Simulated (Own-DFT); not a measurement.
Simulation results for InGa3As4 (zincblende random alloy, strained, atoms displaced)

All values are calculated (Own-DFT development build). A calculation, not a measurement: plane-wave PBE density functional theory by an unreviewed code, no spin, of a simulated periodic cell, stress positive in tension, free energy of the whole cell less one offset for each atom, forces on such cells passed a denser k mesh, this cell's mesh not checked; offsets are fitted by least squares, one for each functional and potential file, so energies compare only between cells with the same atoms and settings and are not formation energies; the far tail of each file's local potential was reset to the Coulomb form; each entry is a single point on an unrelaxed cell, so the pressure reflects the starting lattice, mostly measured values, from which strain is counted, and rises with the displacements; printed positions are rounded, which can move forces by about a meV/angstrom; the program is a retired in-house code; no spin-orbit coupling.

Settings shared by all entries: functional PBE; potential files PseudoDojo norm-conserving, scalar-relativistic, standard set; wave cutoff 42 hartree; occupations Fermi-Dirac; smearing width 0.1 eV; k mesh 3 x 3 x 3 centred on Gamma.

(1) InGa3As4 (zincblende random alloy, strained, atoms displaced)

```
cell vectors (Å)
  11.7374     0.0000     0.0000
   0.0000    11.7374     0.0000
   0.0000     0.0000    11.3036
atoms (fractions of the cell vectors)
Ga  0.99920  0.00019  0.99909
In  0.99560  0.24537  0.24528
Ga  0.24931  0.00063  0.25189
Ga  0.24835  0.24939  0.99479
As  0.12889  0.12481  0.12720
As  0.12150  0.37522  0.37697
As  0.38170  0.12188  0.37720
As  0.37062  0.37893  0.12635
Ga  0.00159  0.00387  0.50303
Ga  0.00299  0.25275  0.75472
Ga  0.25311  0.99400  0.74063
In  0.24592  0.25352  0.50132
As  0.12958  0.12132  0.62118
As  0.12568  0.37588  0.87553
As  0.37159  0.12596  0.88355
As  0.37960  0.37307  0.62452
Ga  0.99949  0.50422  0.00255
Ga  0.99952  0.75305  0.24671
In  0.25075  0.49657  0.25167
Ga  0.25331  0.74462  0.99519
As  0.12545  0.62506  0.12452
As  0.13037  0.87015  0.37287
As  0.37632  0.62395  0.37788
As  0.36422  0.88357  0.12527
In  0.00165  0.50217  0.49988
Ga  0.00371  0.75368  0.74145
Ga  0.25182  0.50233  0.75150
Ga  0.25214  0.75611  0.49660
As  0.13105  0.62247  0.62204
As  0.12234  0.87361  0.86825
As  0.37950  0.62838  0.88084
As  0.37148  0.87718  0.61584
Ga  0.50388  0.00223  0.00674
Ga  0.50016  0.25113  0.25672
Ga  0.75401  0.00721  0.25114
Ga  0.75430  0.25166  0.99513
As  0.62717  0.13039  0.12273
As  0.62614  0.37620  0.36780
As  0.87582  0.12332  0.37309
As  0.87458  0.37888  0.12688
Ga  0.50144  0.00648  0.50107
Ga  0.49514  0.25527  0.75007
In  0.74410  0.00311  0.75442
Ga  0.74758  0.24906  0.49450
As  0.62389  0.12694  0.62743
As  0.62411  0.36894  0.87308
As  0.87535  0.12409  0.87861
As  0.87363  0.37569  0.62262
Ga  0.49484  0.49497  0.99283
Ga  0.50614  0.75295  0.25674
Ga  0.74716  0.50507  0.24915
In  0.75482  0.74574  0.00349
As  0.62023  0.62694  0.11726
As  0.62488  0.87072  0.37295
As  0.87133  0.62568  0.37809
As  0.87607  0.87133  0.12290
In  0.48618  0.49602  0.49710
Ga  0.50597  0.75046  0.74098
Ga  0.75510  0.49852  0.75354
In  0.73937  0.74634  0.49214
As  0.62905  0.62725  0.62675
As  0.63011  0.87201  0.87316
As  0.86880  0.62302  0.88647
As  0.87288  0.87352  0.62308
```

The calculation gives: free energy of cell above offsets -22.579 eV; pressure 3.28 GPa; stress xx -2.7 GPa; stress yy -2.82 GPa; stress zz -4.31 GPa; stress yz 0.39 GPa; stress xz -0.05 GPa; stress xy 0.3 GPa.

Force:
| element | x (eV/Å) | y (eV/Å) | z (eV/Å) |
| --- | --- | --- | --- |
| Ga | 0.419 | -0.202 | 0.187 |
| In | 0.469 | 0.592 | 0.075 |
| Ga | 0.03 | 0.24 | 0.255 |
| Ga | -0.059 | 0.293 | 0.702 |
| As | 0.463 | -0.778 | -1.041 |
| As | -0.2 | -0.39 | -0.734 |
| As | -0.339 | 0.048 | -0.692 |
| As | 1.418 | -1.769 | -1.262 |
| Ga | -0.131 | -0.797 | -0.249 |
| Ga | -0.255 | -0.406 | -0.481 |
| Ga | -0.262 | 0.471 | 0.943 |
| In | 0.791 | -0.37 | -0.368 |
| As | -1.147 | -0.405 | 1.38 |
| As | -0.069 | 0.384 | 0.065 |
| As | 0.53 | -0.459 | -1.159 |
| As | -1.276 | -0.317 | 2.093 |
| Ga | 0.069 | -0.329 | -0.006 |
| Ga | 0.079 | -0.427 | 0.253 |
| In | -0.621 | 0.822 | 0.332 |
| Ga | -0.678 | 0.851 | 0.471 |
| As | -0.531 | 0.757 | -0.496 |
| As | -0.846 | 0.73 | 0.029 |
| As | -0.687 | 2.458 | -0.915 |
| As | 1.141 | -1.019 | -0.169 |
| In | -0.414 | 0.063 | 0.132 |
| Ga | -0.421 | -0.598 | 0.331 |
| Ga | 0.326 | -0.069 | 0.156 |
| Ga | -0.056 | -0.897 | 0.026 |
| As | 0.677 | 1.268 | 0.818 |
| As | 0.49 | 0.095 | 0.369 |
| As | 0.084 | -0.21 | -1.279 |
| As | 1.071 | -0.187 | 0.427 |
| Ga | -0.201 | -0.383 | -0.336 |
| Ga | -0.106 | -0.09 | -0.854 |
| Ga | -0.505 | -0.765 | -0.51 |
| Ga | -0.084 | 0.163 | 0.52 |
| As | 0.116 | -0.001 | 0.395 |
| As | 0.435 | -0.3 | 0.204 |
| As | -0.689 | -0.649 | 1.404 |
| As | -0.871 | 0.71 | -0.926 |
| Ga | 0.359 | -0.683 | -0.021 |
| Ga | 0.117 | -0.899 | 0.404 |
| In | 0.993 | -0.13 | -0.548 |
| Ga | -0.011 | 0.098 | 0.215 |
| As | -0.861 | 1.115 | -0.945 |
| As | 0.134 | 0.597 | -0.068 |
| As | 0.96 | 0.896 | 0.25 |
| As | -0.549 | -1.006 | 0.817 |
| Ga | 0.467 | -0.112 | 0.565 |
| Ga | -1.109 | -0.375 | -1.093 |
| Ga | 0.037 | 0.108 | -0.396 |
| In | -1.191 | 0.995 | 0.222 |
| As | -1.072 | -1.142 | 1.385 |
| As | -0.868 | 2.652 | -0.846 |
| As | 0.599 | -0.107 | -1.976 |
| As | 0.837 | 1.724 | 1.146 |
| In | 2.536 | 0.339 | 0.29 |
| Ga | -0.51 | 0.327 | 0.517 |
| Ga | -0.402 | 0.036 | 0.043 |
| In | 1.267 | 0.399 | 0.911 |
| As | -0.824 | -1.592 | 1.136 |
| As | -2.212 | -0.25 | 0.73 |
| As | 2.273 | -1.36 | -2.557 |
| As | 0.871 | 0.243 | -0.268 |

(2) InGa3As4 (zincblende random alloy, strained, atoms displaced)

```
cell vectors (Å)
  11.7374     0.0000     0.0000
   0.0000    11.7374     0.0000
   0.0000     0.0000    11.3036
atoms (fractions of the cell vectors)
Ga  0.00694  0.00363  0.00156
Ga  0.00301  0.25194  0.24890
Ga  0.25089  0.00298  0.25690
In  0.25423  0.25054  0.00300
As  0.12038  0.12695  0.11639
As  0.12723  0.37265  0.37322
As  0.36851  0.12043  0.36757
As  0.37726  0.37427  0.12570
Ga  0.00264  0.00400  0.50418
Ga  0.99872  0.25115  0.74757
Ga  0.25607  0.00323  0.74735
Ga  0.24646  0.25340  0.50496
As  0.12938  0.12134  0.63152
As  0.13086  0.37628  0.87117
As  0.37607  0.12292  0.87173
As  0.37317  0.37845  0.62797
Ga  0.99677  0.50486  0.99950
In  0.99198  0.74902  0.24697
Ga  0.25328  0.50342  0.24633
Ga  0.24829  0.74510  0.00233
As  0.12906  0.62275  0.11152
As  0.12856  0.87693  0.37580
As  0.38056  0.62175  0.38294
As  0.37733  0.87152  0.12945
In  0.00156  0.49741  0.49576
Ga  0.99866  0.75162  0.75001
Ga  0.25505  0.49787  0.74304
Ga  0.25768  0.75380  0.49678
As  0.12556  0.62329  0.62938
As  0.12752  0.86897  0.87924
As  0.37443  0.62779  0.87663
As  0.38186  0.87489  0.62354
Ga  0.49857  0.99854  0.00551
Ga  0.50214  0.25069  0.24766
Ga  0.75248  0.99831  0.25050
Ga  0.74818  0.25452  0.00138
As  0.62729  0.13261  0.12347
As  0.62794  0.37801  0.37694
As  0.88028  0.12750  0.37204
As  0.86989  0.37433  0.12086
In  0.49327  0.99438  0.49569
In  0.50322  0.25199  0.75828
In  0.75039  0.00258  0.75065
Ga  0.75381  0.25047  0.50001
As  0.62581  0.12253  0.61889
As  0.62516  0.37535  0.88938
As  0.87196  0.11748  0.87662
As  0.87824  0.37468  0.61854
In  0.49923  0.49336  0.00216
Ga  0.50316  0.74240  0.25043
Ga  0.74646  0.50232  0.24742
In  0.75256  0.74491  0.99981
As  0.62720  0.62966  0.12349
As  0.63688  0.87594  0.37412
As  0.87623  0.62481  0.36834
As  0.87432  0.87628  0.13106
Ga  0.49413  0.50342  0.49663
Ga  0.50170  0.74893  0.74350
Ga  0.75170  0.49669  0.75222
Ga  0.74477  0.75777  0.51199
As  0.61745  0.61829  0.62653
As  0.62447  0.87265  0.86748
As  0.86823  0.63310  0.86718
As  0.87962  0.88607  0.62001
```

It finds free energy of cell above offsets -22.849 eV; pressure 3.17 GPa; stress xx -2.67 GPa; stress yy -2.6 GPa; stress zz -4.26 GPa; stress yz 0.31 GPa; stress xz 0.24 GPa; stress xy -0.44 GPa.

Force:
| element | x (eV/Å) | y (eV/Å) | z (eV/Å) |
| --- | --- | --- | --- |
| Ga | -0.805 | -0.905 | -0.383 |
| Ga | -0.23 | -0.046 | -0.377 |
| Ga | -0.85 | -0.668 | -1.298 |
| In | -0.302 | -0.15 | -0.669 |
| As | 0.06 | -0.556 | 1.836 |
| As | 0.967 | -0.444 | -0.93 |
| As | 0.306 | 2.027 | 0.407 |
| As | -0.265 | -0.106 | 2.052 |
| Ga | 0.513 | 0.199 | -0.74 |
| Ga | 0.099 | -0.211 | 0.549 |
| Ga | -0.172 | -0.938 | 0.411 |
| Ga | 0.315 | -0.468 | -0.283 |
| As | -0.428 | 0.555 | -0.426 |
| As | -1.205 | 0.687 | -0.458 |
| As | -0.025 | -1.428 | 0.743 |
| As | 0.217 | -0.096 | -1.104 |
| Ga | -0.103 | -0.561 | -0.847 |
| In | 2.106 | -0.064 | 0.014 |
| Ga | -0.136 | -0.178 | 0.21 |
| Ga | 0.811 | 0.689 | -0.409 |
| As | -0.21 | -0.485 | 1.116 |
| As | 0.103 | 0.194 | 0.418 |
| As | -0.916 | 0.786 | -1.359 |
| As | -0.368 | 0.016 | 0.115 |
| In | 0.233 | 0.914 | -0.142 |
| Ga | 0.261 | 0.303 | -0.366 |
| Ga | -0.555 | 0.777 | 0.895 |
| Ga | -0.651 | -0.182 | 0.534 |
| As | 0.719 | 0.978 | -0.046 |
| As | -0.007 | 0.696 | -0.42 |
| As | -0.266 | 0.226 | -0.974 |
| As | -1.692 | -1.252 | 1.34 |
| Ga | 0.304 | -0.075 | -0.498 |
| Ga | -0.088 | 0.023 | 0.532 |
| Ga | 0.058 | 0.752 | -0.113 |
| Ga | 0.652 | -0.822 | -0.221 |
| As | -0.096 | -0.947 | 0.256 |
| As | -0.408 | -0.18 | -0.061 |
| As | -0.173 | -0.098 | 0.199 |
| As | 0.651 | 0.468 | 0.52 |
| In | 1.168 | 0.841 | -0.966 |
| In | 0.449 | -0.072 | -1.011 |
| In | -0.521 | -0.367 | -0.549 |
| Ga | -0.246 | -0.252 | -0.175 |
| As | 0.129 | 1.242 | -0.498 |
| As | 2.135 | -0.274 | -1.679 |
| As | 1.401 | 1.99 | 1.174 |
| As | -1.172 | -0.847 | 1.427 |
| In | -0.397 | 1.99 | 0.3 |
| Ga | 0.173 | 0.627 | 0.35 |
| Ga | 0.211 | -0.016 | 0.049 |
| In | -0.383 | 1.742 | 0.139 |
| As | -0.754 | -1.084 | 1.384 |
| As | -0.653 | -0.793 | -0.477 |
| As | -2.167 | -0.516 | 1.292 |
| As | -0.251 | 1.94 | -1.472 |
| Ga | 0.833 | -1.201 | 0.629 |
| Ga | -0.263 | -0.119 | 0.722 |
| Ga | -0.248 | -0.202 | -0.182 |
| Ga | 0.571 | -0.743 | -0.457 |
| As | 0.781 | 0.225 | -0.089 |
| As | -1.337 | -0.131 | 0.83 |
| As | 1.682 | -1.776 | -0.822 |
| As | 0.435 | -1.635 | 0.061 |

(3) InGa3As4 (zincblende random alloy, strained, atoms displaced)

```
cell vectors (Å)
  11.7374     0.0000     0.0000
   0.0000    11.7374     0.0000
   0.0000     0.0000    11.3036
atoms (fractions of the cell vectors)
Ga  0.99882  0.99639  0.99944
Ga  0.99418  0.24879  0.25012
In  0.25285  0.00316  0.24254
Ga  0.24671  0.25221  0.00293
As  0.12857  0.12309  0.12929
As  0.12939  0.36983  0.37116
As  0.37218  0.11896  0.37464
As  0.36334  0.37840  0.12446
In  0.00322  0.00140  0.51076
Ga  0.00085  0.24696  0.75207
In  0.24593  0.99748  0.74841
Ga  0.25189  0.25174  0.50656
As  0.11434  0.12706  0.63078
As  0.12706  0.36479  0.87530
As  0.36690  0.12689  0.87231
As  0.37124  0.37118  0.62169
Ga  0.99778  0.49813  0.99894
In  0.99695  0.74400  0.25257
In  0.24831  0.50004  0.25807
Ga  0.25389  0.74550  0.99949
As  0.11885  0.62973  0.11780
As  0.11893  0.87450  0.37895
As  0.37145  0.63103  0.37899
As  0.37502  0.87997  0.12627
Ga  0.99445  0.50302  0.50165
In  0.00158  0.75102  0.74611
Ga  0.24585  0.50186  0.75832
Ga  0.25648  0.74327  0.50325
As  0.12972  0.61516  0.62232
As  0.12280  0.87406  0.88052
As  0.37353  0.62717  0.87643
As  0.37323  0.87944  0.61760
Ga  0.49692  0.00417  0.00196
In  0.49520  0.24911  0.24560
Ga  0.75263  0.00418  0.25533
Ga  0.74179  0.24911  0.00295
As  0.62188  0.12412  0.12737
As  0.62380  0.37466  0.37458
As  0.86641  0.11999  0.37431
As  0.87101  0.37968  0.12594
Ga  0.49849  0.99709  0.50408
Ga  0.49932  0.24540  0.74924
Ga  0.75190  0.00283  0.75495
In  0.74273  0.25173  0.49855
As  0.63269  0.12841  0.62308
As  0.62642  0.37593  0.86806
As  0.87745  0.11862  0.87408
As  0.88104  0.37092  0.62524
Ga  0.49958  0.49686  0.00269
Ga  0.50021  0.74863  0.24519
Ga  0.75275  0.49406  0.24356
Ga  0.74528  0.75950  0.99448
As  0.62649  0.63489  0.13125
As  0.62196  0.87306  0.37063
As  0.87870  0.61953  0.37494
As  0.86818  0.87945  0.12872
Ga  0.49826  0.50344  0.49904
Ga  0.50036  0.74950  0.75212
Ga  0.75591  0.50844  0.74429
Ga  0.75081  0.74772  0.50185
As  0.62851  0.61896  0.62097
As  0.61825  0.87763  0.87103
As  0.87880  0.62225  0.87980
As  0.87651  0.87968  0.62315
```

Results for InGa3As4 (zincblende random alloy, strained, atoms displaced): free energy of cell above offsets -22.918 eV; pressure 3.14 GPa; stress xx -2.48 GPa; stress yy -2.64 GPa; stress zz -4.29 GPa; stress yz -0.3 GPa; stress xz 0.09 GPa; stress xy -0.25 GPa.

Force:
| element | x (eV/Å) | y (eV/Å) | z (eV/Å) |
| --- | --- | --- | --- |
| Ga | 0.061 | 0.2 | 0.576 |
| Ga | 0.168 | -0.135 | 0.083 |
| In | -0.751 | -1.11 | 1.579 |
| Ga | 0.122 | -0.549 | 0.044 |
| As | -2.119 | 1.513 | -1.686 |
| As | -1.85 | -0.975 | 1.573 |
| As | 0.514 | 0.768 | 2.028 |
| As | 1.03 | -0.207 | -1.339 |
| In | -0.537 | 0.13 | -1.805 |
| Ga | -0.519 | 0.283 | 0.301 |
| In | -0.248 | -0.045 | 0.063 |
| Ga | -0.644 | -0.791 | -0.716 |
| As | 1.719 | 1.914 | 0.091 |
| As | -0.588 | 0.949 | 0.116 |
| As | 1.237 | 0.703 | 1.036 |
| As | 0.668 | 0.841 | 0.89 |
| Ga | 0.46 | -0.392 | -0.005 |
| In | 0.028 | 1.141 | -0.406 |
| In | -0.422 | 1.209 | -0.801 |
| Ga | -0.362 | 0.739 | 0.249 |
| As | 0.909 | -0.887 | -0.743 |
| As | 1.658 | -0.673 | 0.139 |
| As | 1.576 | 0.129 | -0.147 |
| As | 1.144 | -1.855 | -1.34 |
| Ga | 0.809 | -0.931 | -0.186 |
| In | 0.14 | -0.517 | 0.045 |
| Ga | 0.353 | -0.603 | -0.368 |
| Ga | -1.071 | 0.882 | 0.081 |
| As | 0.228 | 0.187 | -0.237 |
| As | 0.399 | -0.317 | 0.994 |
| As | 0.452 | -0.454 | -0.128 |
| As | 0.685 | -1.442 | 0.304 |
| Ga | -0.103 | 0.029 | -0.409 |
| In | -0.436 | 0.456 | 0.427 |
| Ga | -0.972 | -0.684 | -0.638 |
| Ga | 0.454 | 0.036 | -0.435 |
| As | 1.014 | -0.931 | -0.772 |
| As | -0.632 | 1.939 | -0.737 |
| As | 1.227 | 0.675 | -0.379 |
| As | 0.582 | -1.067 | -0.707 |
| Ga | 0.703 | 0.498 | -0.661 |
| Ga | -0.017 | 0.219 | -0.114 |
| Ga | -0.281 | -0.384 | -0.553 |
| In | 1.424 | 0.604 | -0.302 |
| As | -1.965 | -1.908 | 1.641 |
| As | -0.11 | 0.139 | 0.23 |
| As | -0.195 | 0.865 | 0.629 |
| As | 0.081 | 0.831 | 0.589 |
| Ga | 0.238 | 0.237 | -0.02 |
| Ga | -0.551 | 0.534 | 0.602 |
| Ga | -0.78 | 0.896 | 0.991 |
| Ga | 0.29 | -0.351 | 0.33 |
| As | 0.28 | -1.15 | -0.943 |
| As | 0.289 | 0.124 | 0.516 |
| As | -1.806 | -0.791 | 0.843 |
| As | -0.146 | 0.216 | -0.76 |
| Ga | -0.14 | -0.476 | -0.158 |
| Ga | -0.205 | -0.064 | -0.745 |
| Ga | 0.253 | -0.841 | 0.449 |
| Ga | 0.041 | 0.301 | -0.475 |
| As | -0.495 | 0.772 | 0.34 |
| As | 0.251 | 0.336 | 0.169 |
| As | -1.144 | 0.134 | 0.071 |
| As | -2.399 | -0.904 | 0.697 |

(4) InGa3As4 (zincblende random alloy, strained, atoms displaced)

```
cell vectors (Å)
  11.7374     0.0000     0.0000
   0.0000    11.7374     0.0000
   0.0000     0.0000    11.3036
atoms (fractions of the cell vectors)
Ga  0.99898  0.00690  0.00027
Ga  0.00533  0.24827  0.25303
Ga  0.24915  0.99141  0.24893
Ga  0.25333  0.24564  0.00745
As  0.12032  0.11721  0.11861
As  0.12735  0.38267  0.37983
As  0.37450  0.12569  0.38165
As  0.37335  0.37720  0.12437
Ga  0.99788  0.99850  0.50011
Ga  0.99763  0.25111  0.74425
In  0.25372  0.99784  0.75100
Ga  0.24358  0.24455  0.50622
As  0.12377  0.12913  0.62522
As  0.12485  0.37563  0.87792
As  0.37128  0.12430  0.87778
As  0.37511  0.37760  0.62491
Ga  0.00225  0.50150  0.00669
Ga  0.99381  0.74590  0.25588
Ga  0.25289  0.49902  0.26035
Ga  0.25132  0.76076  0.98977
As  0.13200  0.62146  0.12214
As  0.13034  0.87711  0.37292
As  0.37651  0.62255  0.36447
As  0.37306  0.87645  0.11549
Ga  0.99336  0.50321  0.49864
Ga  0.00004  0.75004  0.74764
Ga  0.24366  0.50043  0.75434
Ga  0.23759  0.75196  0.50384
As  0.12262  0.62221  0.61710
As  0.12638  0.87926  0.87868
As  0.38131  0.63276  0.87695
As  0.36707  0.87935  0.62433
Ga  0.49627  0.01091  0.99325
Ga  0.49220  0.24715  0.24787
In  0.74597  0.00275  0.25525
Ga  0.75082  0.25150  0.99095
As  0.61768  0.12675  0.11847
As  0.62799  0.37467  0.37767
As  0.87484  0.11863  0.37445
As  0.87085  0.37594  0.13210
Ga  0.49032  0.00642  0.49482
Ga  0.49633  0.24965  0.75024
Ga  0.74784  0.00380  0.75094
In  0.75053  0.24783  0.50268
As  0.62376  0.12519  0.62411
As  0.62669  0.37613  0.88068
As  0.87843  0.12225  0.88122
As  0.87701  0.37259  0.62475
In  0.50230  0.48922  0.99125
In  0.49908  0.75301  0.24697
Ga  0.75505  0.50245  0.24795
In  0.75515  0.75088  0.00156
As  0.62500  0.62504  0.12249
As  0.62130  0.87190  0.37093
As  0.87169  0.62359  0.37524
As  0.87690  0.86709  0.12867
In  0.50319  0.49692  0.49935
In  0.49946  0.75074  0.75012
Ga  0.75247  0.49986  0.75046
Ga  0.74772  0.74334  0.50325
As  0.62902  0.63313  0.62483
As  0.62442  0.87039  0.87686
As  0.88301  0.62065  0.86935
As  0.87525  0.86568  0.62015
```

It finds free energy of cell above offsets -22.658 eV; pressure 3.23 GPa; stress xx -2.8 GPa; stress yy -2.59 GPa; stress zz -4.3 GPa; stress yz 0.08 GPa; stress xz 0.09 GPa; stress xy -0.26 GPa.

Force:
| element | x (eV/Å) | y (eV/Å) | z (eV/Å) |
| --- | --- | --- | --- |
| Ga | -0.286 | -1.587 | 0.236 |
| Ga | -0.173 | 0.129 | -0.085 |
| Ga | 0.439 | 0.727 | -0.405 |
| Ga | -0.496 | 0.355 | -0.299 |
| As | 0.917 | 0.895 | 1.231 |
| As | -0.348 | -0.942 | 0.074 |
| As | -1.052 | 0.415 | -1.165 |
| As | -0.892 | -0.911 | 1.095 |
| Ga | 0.317 | -0.178 | -0.024 |
| Ga | 0.412 | 0.037 | 0.832 |
| In | -1.104 | 0.882 | 0.151 |
| Ga | 0.581 | 0.978 | -0.428 |
| As | -1.009 | -0.402 | -0.126 |
| As | -0.163 | -0.531 | 0.16 |
| As | 0.769 | 1.449 | 0.163 |
| As | -1.167 | -0.949 | 1.029 |
| Ga | -0.141 | -0.307 | -0.164 |
| Ga | 1.155 | 0.013 | -0.469 |
| Ga | -0.32 | 0.006 | -1.138 |
| Ga | -0.059 | -1.032 | 0.755 |
| As | -0.118 | 0.646 | 0.498 |
| As | -1.185 | -0.417 | 0.3 |
| As | -1.237 | 0.401 | 1.581 |
| As | -0.194 | 0.99 | -0.233 |
| Ga | 0.196 | -0.327 | 0.042 |
| Ga | 0.462 | -0.088 | 0.053 |
| Ga | 0.58 | 0.284 | -0.163 |
| Ga | 1.09 | -0.169 | -0.621 |
| As | -0.159 | 0.029 | 0.917 |
| As | -1.651 | -0.621 | -0.045 |
| As | -2.299 | -1.116 | 0.212 |
| As | 1.178 | -1.139 | -2.026 |
| Ga | 0.432 | -1.144 | 0.265 |
| Ga | 0.504 | 0.404 | 0.147 |
| In | -0.224 | -0.465 | -1.384 |
| Ga | 0.111 | -0.142 | 1.098 |
| As | 0.145 | 0.715 | -0.116 |
| As | 0.095 | -0.307 | -2.169 |
| As | 1.84 | 0.938 | 0.457 |
| As | 0.673 | -0.558 | -0.734 |
| Ga | 1.028 | -1.118 | 0.716 |
| Ga | 0.168 | 0.104 | 0.087 |
| Ga | 0.085 | -0.701 | 0.035 |
| In | 0.271 | -0.065 | -0.465 |
| As | -1.14 | -0.935 | 0.918 |
| As | 1.747 | -1.828 | -2.802 |
| As | -0.491 | 0.558 | -1.165 |
| As | 0.345 | 1.144 | 0.61 |
| In | -1.072 | 1.892 | 1.521 |
| In | -0.357 | -0.253 | -0.833 |
| Ga | -0.994 | -0.019 | 0.149 |
| In | 0.001 | -0.882 | -0.708 |
| As | 0.526 | -1.152 | 0.471 |
| As | 0.184 | 0.444 | 2.46 |
| As | -0.098 | 0.086 | 0.217 |
| As | 1.398 | 1.509 | 0.39 |
| In | -0.144 | 0.944 | 0.006 |
| In | -0.066 | 0.843 | -0.904 |
| Ga | -0.026 | 0.075 | -0.115 |
| Ga | 0.222 | 0.763 | -0.837 |
| As | 0.678 | -1.411 | 0.231 |
| As | 0.117 | 2.372 | 0.068 |
| As | 0.132 | -0.309 | 0.054 |
| As | -0.134 | 0.977 | 0.394 |
